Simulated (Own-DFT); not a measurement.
Simulation results for GaN (wurtzite, atoms displaced)

Computed with Own-DFT development build. A calculation, not a measurement: plane-wave PBE density functional theory by an unreviewed code, no spin, of a simulated periodic cell, stress positive in tension, free energy of the whole cell less one offset for each atom, forces on such cells passed a denser k mesh, this cell's mesh not checked; offsets are fitted by least squares, one for each functional and potential file, so energies compare only between cells with the same atoms and settings and are not formation energies; the far tail of each file's local potential was reset to the Coulomb form; each entry is a single point on an unrelaxed cell, so the pressure reflects the starting lattice, mostly measured values (interpolated for alloys), from which strain is counted, and rises with the displacements; printed positions are rounded, which can move forces by about a meV/angstrom; the program, named Own-DFT, is a retired in-house code; no spin-orbit coupling.

Common to all runs: functional PBE; potential files PseudoDojo norm-conserving, scalar-relativistic, standard set with the stringent files for Ga; wave cutoff 96 hartree; occupations Gaussian; smearing width 0.01 eV; k mesh 3 x 4 x 3 centred on Gamma.

(1) GaN (wurtzite, atoms displaced)

```
GaN
1.0
     12.7560     0.0000     0.0000
     -4.7835     8.2853     0.0000
      0.0000     0.0000    10.3700
Ga N Ga N Ga N Ga N Ga N Ga N Ga N Ga N Ga N Ga N Ga N Ga N Ga N Ga N Ga N Ga N Ga N Ga N Ga N Ga N Ga N Ga N Ga N Ga N
2 2 2 2 2 2 2 2 2 2 2 2 2 2 2 2 2 2 2 2 2 2 2 2 2 2 2 2 2 2 2 2 2 2 2 2 2 2 2 2 2 2 2 2 2 2 2 2
Direct
  0.08504 0.22583 0.99913
  0.16008 0.10741 0.24692
  0.08164 0.22163 0.19050
  0.16800 0.11053 0.44183
  0.08019 0.22704 0.49214
  0.16290 0.10917 0.74886
  0.07926 0.21969 0.69066
  0.17321 0.11657 0.94190
  0.08142 0.55116 0.00473
  0.16084 0.43774 0.24697
  0.09467 0.56239 0.17900
  0.16543 0.44157 0.44173
  0.07420 0.55142 0.50398
  0.16706 0.44841 0.75778
  0.08355 0.55994 0.69059
  0.16312 0.45595 0.93272
  0.08348 0.88688 0.99751
  0.17177 0.77898 0.24898
  0.09207 0.89509 0.19152
  0.16943 0.77582 0.43702
  0.08185 0.88171 0.49224
  0.17149 0.77508 0.74720
  0.08366 0.90338 0.68780
  0.16988 0.78752 0.93635
  0.33365 0.21879 0.00120
  0.42136 0.11703 0.25474
  0.33366 0.22029 0.18389
  0.42023 0.11128 0.43893
  0.33413 0.21541 0.50027
  0.41030 0.10157 0.75177
  0.33016 0.21442 0.69355
  0.42790 0.12245 0.92877
  0.33889 0.55795 0.00328
  0.40969 0.43909 0.25473
  0.32913 0.55204 0.18434
  0.41654 0.44026 0.44370
  0.32997 0.55477 0.49564
  0.41769 0.45104 0.75325
  0.33451 0.55561 0.68637
  0.41996 0.44546 0.94957
  0.33624 0.89433 0.99263
  0.41709 0.77724 0.25394
  0.33459 0.89215 0.18660
  0.41748 0.77469 0.43853
  0.33179 0.89003 0.49791
  0.41292 0.77338 0.75325
  0.33795 0.89393 0.68558
  0.41613 0.78462 0.93237
  0.58380 0.22051 0.99395
  0.67593 0.12239 0.24646
  0.57450 0.22644 0.19036
  0.66673 0.11041 0.44121
  0.58336 0.21911 0.50497
  0.65797 0.11153 0.75408
  0.58705 0.22431 0.69119
  0.67014 0.11508 0.93353
  0.58797 0.56041 0.00480
  0.67164 0.45520 0.24854
  0.58623 0.56151 0.18523
  0.66805 0.44717 0.43959
  0.57794 0.55527 0.49871
  0.66571 0.45124 0.74849
  0.58658 0.55414 0.69122
  0.67111 0.44809 0.94084
  0.58427 0.88989 0.00139
  0.67452 0.77512 0.24953
  0.58661 0.89596 0.19383
  0.65984 0.76853 0.44095
  0.58409 0.90127 0.50326
  0.66943 0.78299 0.74038
  0.58453 0.89236 0.68080
  0.66129 0.77366 0.93166
  0.83316 0.21525 0.00239
  0.91922 0.11339 0.24220
  0.83612 0.22157 0.18862
  0.90874 0.11250 0.43929
  0.82980 0.21775 0.49892
  0.91594 0.11823 0.73943
  0.83871 0.22918 0.68870
  0.91438 0.10695 0.93402
  0.82987 0.55222 0.99648
  0.91766 0.43994 0.25265
  0.83130 0.55211 0.19350
  0.91728 0.43140 0.44355
  0.82693 0.55436 0.49333
  0.91476 0.44688 0.75170
  0.83315 0.54406 0.68946
  0.91683 0.45217 0.94790
  0.83083 0.89711 0.99962
  0.91844 0.77493 0.25694
  0.83314 0.87841 0.19290
  0.91128 0.77359 0.43956
  0.82898 0.88843 0.49863
  0.93072 0.78925 0.76113
  0.84025 0.89580 0.68574
  0.91941 0.78245 0.93825
```

| Property | Result |
| --- | --- |
| free energy of cell above offsets | -5.411 eV |
| pressure | 6.93 GPa |
| stress xx | -7.23 GPa |
| stress yy | -6.64 GPa |
| stress zz | -6.92 GPa |
| stress yz | -0.23 GPa |
| stress xz | -0.4 GPa |
| stress xy | -0.29 GPa |

Force:
```csv
element,x (eV/Å),y (eV/Å),z (eV/Å)
Ga,0.1,-0.099,-0.783
Ga,1.729,0.859,0.924
N,0.071,-0.06,-0.958
N,-0.737,-0.152,-0.986
Ga,0.587,-1.586,1.629
Ga,0.192,1.772,0.515
N,0.695,1.432,-0.605
N,-1.397,-0.504,-0.401
Ga,-0.932,1.607,-1.829
Ga,0.708,1.308,0.871
N,-1.483,-0.758,2.746
N,-0.76,1.002,-1.212
Ga,1.755,0.523,0.13
Ga,0.09,-0.789,-2.598
N,0.165,-0.492,-0.206
N,2.044,-1.278,2.07
Ga,-0.02,0.812,0.802
Ga,0.023,0.231,-0.261
N,-1.187,-1.689,-0.528
N,-0.75,-0.659,0.086
Ga,-0.602,0.95,1.182
Ga,-1.258,1.226,0.329
N,1.932,-2.494,-1.152
N,0.458,-1.009,-0.22
Ga,0.835,0.638,-0.392
Ga,-1.336,-1.17,-0.569
N,-0.555,0.03,1.43
N,-0.236,-0.214,0.354
Ga,-0.629,0.406,0.893
Ga,0.459,1.914,-1.045
N,0.003,1.227,-0.61
N,-1.422,-1.266,1.589
Ga,-0.892,0.211,-0.92
Ga,0.878,0.29,-0.789
N,0.245,0.229,1.401
N,-0.992,-0.326,-0.76
Ga,0.636,-0.142,0.785
Ga,0.696,-1.224,0.285
N,-0.558,-0.019,0.247
N,-0.284,0.065,-1.451
Ga,-0.433,0.431,1.172
Ga,-0.083,0.355,-0.851
N,0.738,0.177,-0.11
N,-0.608,0.498,0.225
Ga,0.967,-0.267,0.096
Ga,0.782,0.506,-1.644
N,-0.139,-1.477,-0.252
N,0.944,-0.715,1.39
Ga,0.359,1.105,1.292
Ga,-2.219,-0.997,0.822
N,3.119,0.852,-1.028
N,-0.35,1.03,-1.24
Ga,0.101,0.932,-0.255
Ga,2.249,-0.135,-1.176
N,-1.706,0.247,-0.368
N,0.06,-0.603,1.579
Ga,-0.042,-0.531,-1.03
Ga,-1.135,-1.505,0.459
N,-0.563,-0.664,1.283
N,-1.182,-1.019,-0.419
Ga,1.13,-0.434,0.774
Ga,1.763,-0.921,0.673
N,-1.813,0.818,-0.83
N,-1.16,-0.51,-0.542
Ga,-0.229,0.027,0.056
Ga,-2.317,0.253,0.973
N,0.522,-0.456,-0.748
N,0.077,1.66,-0.459
Ga,0.497,-2.075,-1.366
Ga,0.389,-0.024,0.468
N,-0.458,-0.189,2.007
N,0.459,0.994,0.436
Ga,-0.341,1.317,-1.115
Ga,-0.511,-1.517,1.633
N,0.174,0.384,-0.446
N,1.862,-0.812,-1.323
Ga,-0.484,0.074,1.446
Ga,0.41,-0.855,0.944
N,-1.582,-0.452,-0.101
N,0.382,1.247,0.419
Ga,0.371,1.276,1.061
Ga,0.163,1.116,-0.219
N,1.489,0.525,-0.644
N,-1.667,1.554,-1.588
Ga,1.553,-0.352,1.823
Ga,1.015,-0.574,0.814
N,-1.536,2.263,-0.708
N,0.906,-1.477,-0.963
Ga,0.662,-1.835,-0.125
Ga,0.695,0.037,-1.245
N,0.493,1.919,-1.114
N,0.681,0.56,0.136
Ga,0.148,-0.07,0.291
Ga,-1.815,-1.345,-2.276
N,-0.349,-0.893,0.321
N,-0.713,-0.257,1.602
```

(2) GaN (wurtzite, atoms displaced)

```
GaN
1.0
     12.7560     0.0000     0.0000
     -4.7835     8.2853     0.0000
      0.0000     0.0000    10.3700
Ga N Ga N Ga N Ga N Ga N Ga N Ga N Ga N Ga N Ga N Ga N Ga N Ga N Ga N Ga N Ga N Ga N Ga N Ga N Ga N Ga N Ga N Ga N Ga N
2 2 2 2 2 2 2 2 2 2 2 2 2 2 2 2 2 2 2 2 2 2 2 2 2 2 2 2 2 2 2 2 2 2 2 2 2 2 2 2 2 2 2 2 2 2 2 2
Direct
  0.08723 0.22373 0.99199
  0.17299 0.10863 0.25818
  0.08546 0.22557 0.17967
  0.16858 0.11167 0.44372
  0.08047 0.21577 0.49052
  0.16551 0.11015 0.74844
  0.08092 0.22082 0.69223
  0.16766 0.11622 0.93661
  0.07664 0.54820 0.99564
  0.15952 0.43108 0.25247
  0.09086 0.56272 0.18927
  0.16701 0.44097 0.43597
  0.08198 0.54678 0.50553
  0.16945 0.44551 0.75166
  0.07839 0.55508 0.68402
  0.16407 0.43629 0.93851
  0.08110 0.89320 0.99668
  0.16245 0.77767 0.25096
  0.08508 0.89222 0.19149
  0.16674 0.78001 0.44128
  0.08615 0.87538 0.49905
  0.17079 0.79075 0.75296
  0.08187 0.88746 0.68581
  0.16691 0.78287 0.93043
  0.33056 0.22295 0.99436
  0.41299 0.10713 0.24869
  0.33245 0.21777 0.18656
  0.41376 0.10205 0.44171
  0.33383 0.21967 0.50091
  0.42421 0.12135 0.75505
  0.33895 0.21619 0.69289
  0.42184 0.11841 0.94203
  0.33535 0.55627 0.99810
  0.41098 0.43549 0.25392
  0.33449 0.55416 0.18956
  0.41111 0.44450 0.43095
  0.32615 0.55467 0.49848
  0.41645 0.44555 0.75147
  0.33307 0.55332 0.69298
  0.41771 0.44702 0.94385
  0.32809 0.88612 0.99522
  0.41397 0.77816 0.25379
  0.33162 0.88757 0.18449
  0.41344 0.77125 0.44193
  0.33655 0.88717 0.50176
  0.42500 0.77357 0.75811
  0.33425 0.87898 0.68851
  0.41588 0.78037 0.93829
  0.57969 0.21355 0.01193
  0.66295 0.10490 0.25141
  0.58969 0.23259 0.19465
  0.66755 0.10756 0.43779
  0.57871 0.21682 0.49867
  0.66412 0.11418 0.75189
  0.58652 0.22522 0.68966
  0.66845 0.11153 0.93319
  0.58786 0.56146 0.00727
  0.66888 0.44563 0.25218
  0.58278 0.55427 0.19939
  0.67436 0.44406 0.43779
  0.58171 0.55607 0.50606
  0.66647 0.44188 0.75061
  0.58795 0.55713 0.69698
  0.67098 0.44719 0.93986
  0.58772 0.89254 0.00926
  0.66915 0.78450 0.25177
  0.57932 0.88973 0.18534
  0.66169 0.78115 0.42713
  0.57938 0.89876 0.50564
  0.67075 0.77646 0.74807
  0.57668 0.87921 0.68897
  0.66870 0.77318 0.93986
  0.83007 0.21938 0.99096
  0.91394 0.10389 0.25235
  0.82790 0.22110 0.18022
  0.91118 0.11590 0.44977
  0.83376 0.22558 0.49990
  0.91250 0.10049 0.75269
  0.83448 0.23091 0.68686
  0.90775 0.10410 0.93125
  0.83443 0.55451 0.00223
  0.91346 0.43791 0.25463
  0.83588 0.55586 0.18291
  0.90832 0.43747 0.43644
  0.83368 0.55775 0.50038
  0.92114 0.44507 0.75099
  0.83430 0.55918 0.69047
  0.91752 0.44428 0.92926
  0.82853 0.87886 0.99387
  0.91476 0.77704 0.25920
  0.82964 0.89000 0.18692
  0.91855 0.77881 0.44138
  0.83560 0.89436 0.49976
  0.91224 0.77367 0.75586
  0.83897 0.89967 0.68803
  0.91773 0.77963 0.94101
```

| Item | Value |
| --- | --- |
| free energy of cell above offsets | -6.004 eV |
| pressure | 6.67 GPa |
| stress xx | -5.63 GPa |
| stress yy | -6.27 GPa |
| stress zz | -8.1 GPa |
| stress yz | -0.61 GPa |
| stress xz | 0.14 GPa |
| stress xy | 0.01 GPa |

Force:
```csv
element,x (eV/Å),y (eV/Å),z (eV/Å)
Ga,-1.684,-1.009,0.773
Ga,-1.204,0.293,-1.101
N,-0.074,-1.837,1.244
N,-0.012,-0.885,-0.293
Ga,-0.029,0.47,2.063
Ga,0.051,0.074,-0.581
N,0.368,0.148,-0.95
N,0.423,-1.029,-0.387
Ga,1.08,0.898,0.807
Ga,0.53,2.072,-1.208
N,-1.026,-1.416,-0.394
N,-1.056,-0.46,0.463
Ga,-0.68,0.52,-1.398
Ga,-1.052,-0.37,-0.351
N,1.596,0.709,1.227
N,-0.192,1.895,-0.324
Ga,0.805,-0.002,0.91
Ga,0.889,-0.007,0.024
N,-0.801,-0.252,-0.501
N,2.016,-1.698,-0.941
Ga,-2.201,1.873,1.083
Ga,0.46,-1.152,-1.841
N,-0.395,0.193,0.483
N,-0.593,-0.724,1.879
Ga,0.782,0.282,0.914
Ga,0.702,0.222,0.072
N,0.049,0.16,-0.094
N,-0.209,1.01,-0.864
Ga,0.096,0.54,0.457
Ga,0.689,-1.979,-0.079
N,-1.717,1.155,-0.697
N,-0.671,-0.879,-0.104
Ga,-0.72,0.155,1.049
Ga,0.331,1.025,-1.734
N,-0.528,-0.079,-0.026
N,0.81,-0.419,2.901
Ga,1.432,-0.292,0.755
Ga,0.472,-0.479,0.408
N,0.218,-0.027,-0.887
N,0.546,-0.033,-0.777
Ga,0.597,0.492,0.404
Ga,0.007,-0.857,-0.631
N,-0.082,0.092,0.401
N,0.022,0.886,-0.562
Ga,-0.784,-0.758,0.714
Ga,-2.393,-0.245,-0.627
N,0.155,1.188,0.594
N,0.718,-0.082,0.989
Ga,0.699,1.481,-1.141
Ga,0.245,0.965,-0.16
N,-0.594,-2.072,0.037
N,-0.813,0.661,0.109
Ga,0.875,0.858,0.06
Ga,1.166,-0.453,-0.822
N,-0.468,-0.273,-0.781
N,-1.103,-0.6,1.173
Ga,0.024,-1.509,0.278
Ga,0.03,1.046,-0.044
N,-0.089,0.327,-1.056
N,-1.964,-0.368,0.657
Ga,0.136,0.193,-1.35
Ga,0.814,0.444,0.731
N,-0.876,-0.403,-1.287
N,-0.593,-0.716,0.282
Ga,-0.384,-0.417,-2.363
Ga,-0.698,-1.111,-1.232
N,0.244,-0.232,1.506
N,0.624,0.04,3.587
Ga,1.094,-1.729,-0.631
Ga,-0.552,0.763,0.396
N,1.966,1.598,0.02
N,-1.473,0.471,-0.557
Ga,0.606,0.503,0.72
Ga,-0.316,1.362,-0.755
N,0.83,-0.336,0.832
N,1.81,-0.733,-2.217
Ga,-1.253,-0.044,1.114
Ga,-0.391,3.191,-0.766
N,-0.019,-1.568,0.271
N,1.22,0.092,1.583
Ga,0.128,-0.154,-0.802
Ga,0.332,0.589,-1.496
N,-0.018,0.356,1.606
N,1.102,1.26,0.43
Ga,0.378,-0.141,0.866
Ga,-1.132,0.14,-1.179
N,0.011,-0.404,-0.288
N,-0.48,-0.137,1.745
Ga,0.41,1.657,1.24
Ga,0.152,-0.01,-1.82
N,1.09,-0.41,-0.084
N,-0.34,0.31,0.219
Ga,-0.697,-0.948,0.005
Ga,0.702,0.557,-1.006
N,-0.266,-3.028,-0.668
N,0.087,-0.443,-0.219
```

(3) GaN (wurtzite, atoms displaced)

```
GaN
1.0
     12.7560     0.0000     0.0000
     -4.7835     8.2853     0.0000
      0.0000     0.0000    10.3700
Ga N Ga N Ga N Ga N Ga N Ga N Ga N Ga N Ga N Ga N Ga N Ga N Ga N Ga N Ga N Ga N Ga N Ga N Ga N Ga N Ga N Ga N Ga N Ga N
2 2 2 2 2 2 2 2 2 2 2 2 2 2 2 2 2 2 2 2 2 2 2 2 2 2 2 2 2 2 2 2 2 2 2 2 2 2 2 2 2 2 2 2 2 2 2 2
Direct
  0.08634 0.21352 0.99290
  0.16792 0.10275 0.25074
  0.08782 0.22692 0.18942
  0.17017 0.10876 0.44688
  0.08208 0.21627 0.49595
  0.16309 0.10741 0.74544
  0.07699 0.22219 0.69580
  0.16754 0.10859 0.93654
  0.08123 0.55382 0.99568
  0.17333 0.44638 0.24836
  0.07555 0.54865 0.18847
  0.17506 0.45622 0.43438
  0.09161 0.56108 0.49885
  0.16895 0.45420 0.75560
  0.08714 0.55333 0.69296
  0.17241 0.45642 0.93633
  0.08708 0.89800 0.99420
  0.16688 0.78062 0.24548
  0.07504 0.89002 0.18652
  0.16041 0.76702 0.44350
  0.09015 0.89013 0.50411
  0.16737 0.77233 0.74750
  0.08458 0.88982 0.69945
  0.16456 0.78340 0.94276
  0.33204 0.21898 0.99964
  0.41804 0.10758 0.25319
  0.33439 0.22016 0.18566
  0.41957 0.12233 0.43995
  0.32869 0.21815 0.49709
  0.41408 0.10976 0.75366
  0.32817 0.22179 0.69120
  0.41546 0.11969 0.93622
  0.33110 0.54713 0.00046
  0.41418 0.43877 0.25569
  0.33077 0.55392 0.18582
  0.41669 0.43688 0.43545
  0.33034 0.55320 0.49380
  0.41457 0.44196 0.74985
  0.33653 0.55550 0.68814
  0.41029 0.44381 0.94150
  0.33838 0.89119 0.99847
  0.41769 0.78455 0.25331
  0.32987 0.89096 0.18633
  0.42354 0.78435 0.44257
  0.33686 0.88888 0.50572
  0.41659 0.77715 0.74654
  0.32169 0.87993 0.70239
  0.41843 0.77895 0.93500
  0.58002 0.21636 0.99283
  0.66511 0.09984 0.24752
  0.58323 0.21965 0.18830
  0.67441 0.11488 0.44115
  0.58621 0.21847 0.50221
  0.66483 0.11298 0.75667
  0.58203 0.21857 0.68519
  0.67378 0.11804 0.94196
  0.58144 0.54399 0.00385
  0.66535 0.44517 0.24757
  0.58124 0.55328 0.19566
  0.67566 0.45269 0.44019
  0.58127 0.54833 0.49809
  0.66358 0.44251 0.75043
  0.58570 0.55596 0.68813
  0.67123 0.44049 0.93788
  0.58710 0.88700 0.99937
  0.66075 0.77735 0.24564
  0.57518 0.88167 0.18470
  0.66276 0.77651 0.44340
  0.58320 0.88970 0.49933
  0.66642 0.78064 0.74987
  0.58010 0.88869 0.69182
  0.66092 0.77216 0.93241
  0.83371 0.22226 0.00500
  0.91715 0.10634 0.24840
  0.82817 0.21858 0.19149
  0.92204 0.11566 0.43311
  0.84025 0.22780 0.49923
  0.91334 0.11023 0.74302
  0.84055 0.22978 0.68185
  0.90941 0.09872 0.93881
  0.83090 0.55071 0.99829
  0.90771 0.43298 0.25238
  0.83667 0.55851 0.18597
  0.91751 0.44218 0.43758
  0.83108 0.54711 0.49215
  0.92111 0.45249 0.74517
  0.82964 0.56209 0.68634
  0.91257 0.44470 0.93180
  0.82961 0.88824 0.99793
  0.92035 0.78535 0.24558
  0.83627 0.89099 0.19479
  0.91206 0.78031 0.44718
  0.83783 0.88760 0.50881
  0.91998 0.78041 0.75323
  0.83455 0.88744 0.68997
  0.91440 0.78367 0.93112
```

| Property | Result |
| --- | --- |
| free energy of cell above offsets | -5.941 eV |
| pressure | 6.7 GPa |
| stress xx | -8.2 GPa |
| stress yy | -6.14 GPa |
| stress zz | -5.77 GPa |
| stress yz | -0.47 GPa |
| stress xz | 0.55 GPa |
| stress xy | -0.38 GPa |

Force:
```csv
element,x (eV/Å),y (eV/Å),z (eV/Å)
Ga,-1.861,1.167,0.868
Ga,-0.736,1.279,0.032
N,0.212,-1.006,-0.452
N,-1.155,-0.445,-1.511
Ga,-0.017,1.23,0.975
Ga,-0.407,0.994,0.572
N,1.512,0.631,-1.188
N,0.391,0.944,-0.539
Ga,-0.567,0.485,0.948
Ga,-1.997,-0.191,-0.36
N,0.738,0.522,-0.052
N,-0.852,-1.876,0.166
Ga,-0.986,-2.308,0.63
Ga,1.394,-1.494,-0.885
N,-1.035,0.678,-1.402
N,-0.484,-1.716,0.707
Ga,-0.961,-1.849,0.563
Ga,-0.995,-1.422,0.158
N,2.512,0.395,-0.424
N,1.012,2.89,-1.229
Ga,-1.705,-1.085,0.586
Ga,-2.583,-0.426,1.928
N,0.492,-0.726,-1.645
N,1.198,-0.601,-0.448
Ga,-0.702,0.806,0.225
Ga,-0.221,0.839,-0.418
N,-0.035,-0.341,0.706
N,0.76,-1.734,0.226
Ga,1.144,1.066,1.5
Ga,-0.388,0.126,-1.101
N,0.924,-0.193,-0.647
N,1.157,-1.126,0.296
Ga,-0.533,1.93,0.289
Ga,-0.341,0.237,-1.482
N,1.336,1.027,0.728
N,-0.82,0.579,0.987
Ga,1.921,0.596,1.362
Ga,0.465,0.418,0.14
N,-0.773,0.001,-0.716
N,2.043,-0.773,-0.577
Ga,-0.818,-0.446,-0.449
Ga,-0.789,-1.319,-0.418
N,0.812,-0.121,0.433
N,-1.448,-0.717,-0.668
Ga,-0.898,0.372,0.06
Ga,-0.145,-0.342,0.746
N,3.101,2.108,-2.311
N,0.104,-0.025,0.613
Ga,0.396,0.543,1.364
Ga,-0.829,1.058,0.763
N,0.073,-0.215,-0.298
N,-0.773,-0.673,-0.761
Ga,0.019,0.898,-0.883
Ga,1.159,0.072,-1.156
N,-0.496,-0.047,1.157
N,-0.949,-1.269,-0.233
Ga,-0.586,0.665,-0.464
Ga,1.072,-0.215,0.551
N,-0.221,0.083,-1.121
N,-2.043,-2.165,-1.078
Ga,0.318,0.95,0.396
Ga,0.646,0.394,-0.453
N,-0.926,-0.329,0.094
N,-1.733,-0.318,0.012
Ga,-1.103,0.015,-0.793
Ga,1.315,-0.029,1.518
N,0.757,0.554,0.089
N,0.638,-0.008,-0.797
Ga,1.358,0.735,0.979
Ga,0.234,-0.496,-0.822
N,0.465,0.762,-0.478
N,0.763,-0.447,1.536
Ga,0.945,0.594,-0.609
Ga,0.081,1.311,-0.09
N,0.893,-0.683,-0.44
N,-0.361,-0.675,0.769
Ga,0.057,-0.719,-0.192
Ga,-0.261,-0.2,1.22
N,-1.29,-0.46,1.113
N,0.269,2.282,-0.341
Ga,0.718,1.485,0.129
Ga,0.645,1.434,-0.328
N,-0.725,-0.219,0.311
N,0.642,0.783,0.192
Ga,1.076,2.105,1.617
Ga,-1.13,-0.525,-0.057
N,1.199,-0.83,-0.105
N,1.04,-0.366,0.577
Ga,0.255,-1.105,0.519
Ga,-1.073,-1.842,1.806
N,-1.631,-0.835,-1.493
N,2.667,-0.561,-1.6
Ga,-1.844,0.423,-1.16
Ga,-0.677,-0.568,-1.146
N,-0.653,0.33,0.464
N,0.628,-0.714,2.202
```
